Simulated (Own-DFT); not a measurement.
Simulation results for GaP (zincblende, strained, atoms displaced)

A calculation, not a measurement: plane-wave PBE density functional theory by an unreviewed code, no spin, of a simulated periodic cell, stress positive in tension, free energy of the whole cell less one offset for each atom, forces on such cells passed a denser k mesh, this cell's mesh not checked; offsets are fitted by least squares, one for each functional and potential file, so energies compare only between cells with the same atoms and settings and are not formation energies; the far tail of each file's local potential was reset to the Coulomb form; each entry is a single point on an unrelaxed cell, so the pressure reflects the starting lattice, mostly measured values (interpolated for alloys), from which strain is counted, and rises with the displacements; printed positions are rounded, which can move forces by about a meV/angstrom; the program, named Own-DFT, is a retired in-house code; no spin-orbit coupling. Program: Own-DFT development build.

GaP (zincblende, strained, atoms displaced)

```
cell vectors (Å)
  10.9795     0.0497     0.0352
   0.0497    10.9304    -0.1094
   0.0352    -0.1094    10.7831
atoms (fractions of the cell vectors)
Ga  0.00187  0.00335  0.00093
Ga  0.99845  0.24772  0.24607
Ga  0.25584  0.00518  0.24997
Ga  0.25259  0.25148  0.99733
P   0.12127  0.11840  0.12041
P   0.12957  0.37460  0.37762
P   0.37778  0.12791  0.37377
P   0.37697  0.36975  0.12778
Ga  0.00010  0.00712  0.50510
Ga  0.99100  0.24984  0.74674
Ga  0.25480  0.99735  0.74502
Ga  0.25216  0.25047  0.49657
P   0.12443  0.12845  0.61738
P   0.13067  0.36712  0.87748
P   0.37813  0.12310  0.87465
P   0.37894  0.37708  0.62387
Ga  0.00205  0.49721  0.00243
Ga  0.99779  0.75268  0.24582
Ga  0.24965  0.49945  0.25198
Ga  0.25562  0.74729  0.00282
P   0.12244  0.62559  0.12260
P   0.12224  0.87794  0.37120
P   0.36886  0.61792  0.37060
P   0.37394  0.88125  0.12671
Ga  0.99288  0.50108  0.50690
Ga  0.99985  0.75479  0.75072
Ga  0.25564  0.50269  0.75257
Ga  0.24494  0.75049  0.49817
P   0.14009  0.62457  0.62287
P   0.12589  0.87713  0.87703
P   0.37980  0.62810  0.87484
P   0.37604  0.87263  0.61284
Ga  0.49807  0.99545  0.00003
Ga  0.49940  0.24850  0.24595
Ga  0.74641  0.99857  0.24138
Ga  0.75308  0.26104  0.00053
P   0.62584  0.12736  0.12373
P   0.61955  0.37532  0.37085
P   0.87843  0.13290  0.37596
P   0.87579  0.37429  0.13088
Ga  0.50595  0.00323  0.50545
Ga  0.50545  0.25523  0.75036
Ga  0.75639  0.00208  0.75129
Ga  0.74759  0.25197  0.49965
P   0.61928  0.12898  0.62701
P   0.62186  0.38228  0.88127
P   0.87697  0.12571  0.87206
P   0.87461  0.37778  0.62735
Ga  0.49859  0.49698  0.99923
Ga  0.49668  0.74565  0.24221
Ga  0.75002  0.50831  0.25118
Ga  0.75324  0.74403  0.99613
P   0.62408  0.62467  0.11899
P   0.62681  0.88363  0.38338
P   0.87550  0.61705  0.36780
P   0.87280  0.87611  0.12760
Ga  0.49506  0.50090  0.50123
Ga  0.49712  0.75379  0.75728
Ga  0.74977  0.49955  0.74503
Ga  0.74826  0.75366  0.49967
P   0.61341  0.62811  0.61932
P   0.62842  0.87043  0.87433
P   0.86648  0.62212  0.87192
P   0.87675  0.87275  0.62198
```

| Quantity | Value |
| --- | --- |
| functional | PBE |
| potential files | PseudoDojo norm-conserving, scalar-relativistic, standard set |
| wave cutoff | 42 hartree |
| occupations | Fermi-Dirac |
| smearing width | 0.1 eV |
| hardware | one NVIDIA H100 |
| k mesh | 3 x 3 x 3 centred on Gamma |
| free energy of cell above offsets | -33.633 eV |
| pressure | 3.26 GPa |
| stress xx | -2.69 GPa |
| stress yy | -3.09 GPa |
| stress zz | -3.99 GPa |
| stress yz | -2.03 GPa |
| stress xz | 0.26 GPa |
| stress xy | 0.54 GPa |
| wall time | 533.2 s |

Force:
```csv
element,x (eV/Å),y (eV/Å),z (eV/Å)
Ga,-0.809,-0.763,-0.438
Ga,0.756,0.22,0.56
Ga,-1.044,-0.027,0.341
Ga,0.043,-0.881,0.632
P,1.184,1.189,0.683
P,-0.955,0.108,-0.357
P,0.414,-0.346,0.245
P,-0.421,0.689,-0.558
Ga,-0.403,-0.615,-0.942
Ga,1.247,-0.001,0.156
Ga,-0.483,0.311,-0.018
Ga,0.018,0.246,0.322
P,0.606,0.147,1.195
P,-0.794,1.01,-0.941
P,0.134,0.116,-0.419
P,-0.357,-0.509,0.372
Ga,-0.387,-0.123,-0.486
Ga,0.084,-0.184,0.467
Ga,-0.713,-0.452,-0.63
Ga,-0.707,0.469,-0.021
P,0.612,-0.069,0.158
P,0.219,0.079,0.241
P,0.865,1.216,0.378
P,0.319,-0.933,-0.241
Ga,1.239,0.178,-0.585
Ga,0.344,-0.734,0.025
Ga,-0.252,-0.568,0.146
Ga,0.325,0.26,-1.031
P,-1.98,-0.142,0.639
P,0.414,-0.296,-0.206
P,-0.237,-0.509,0.424
P,0.242,0.075,1.006
Ga,0.553,0.471,-0.173
Ga,0.174,-0.089,0.477
Ga,-0.022,0.741,1.367
Ga,-0.336,-0.798,-0.068
P,0.138,-0.175,-0.763
P,0.604,0.348,0.278
P,-0.606,-1.019,-0.229
P,0.074,0.63,-0.399
Ga,-1.068,0.206,-0.405
Ga,-0.796,0.113,0.604
Ga,-0.924,-0.319,-0.377
Ga,-0.311,0.177,-0.185
P,1.576,-0.173,0.205
P,1.104,-0.782,-1.223
P,-0.217,0.271,0.747
P,-0.359,-0.478,-0.355
Ga,-0.805,0.575,0.774
Ga,0.037,0.534,1.093
Ga,-1.132,-1.202,-0.537
Ga,-0.501,0.813,0.673
P,0.301,-0.059,0.258
P,0.043,-0.965,-1.591
P,0.541,1.612,1.275
P,0.279,-0.366,-1.146
Ga,0.025,-0.122,-0.757
Ga,0.069,0.188,-1.122
Ga,-1.314,0.524,0.125
Ga,-0.024,-0.713,-0.266
P,1.205,0.067,0.61
P,0.212,0.707,0.125
P,1.816,-0.278,-0.268
P,0.141,0.401,0.137
```
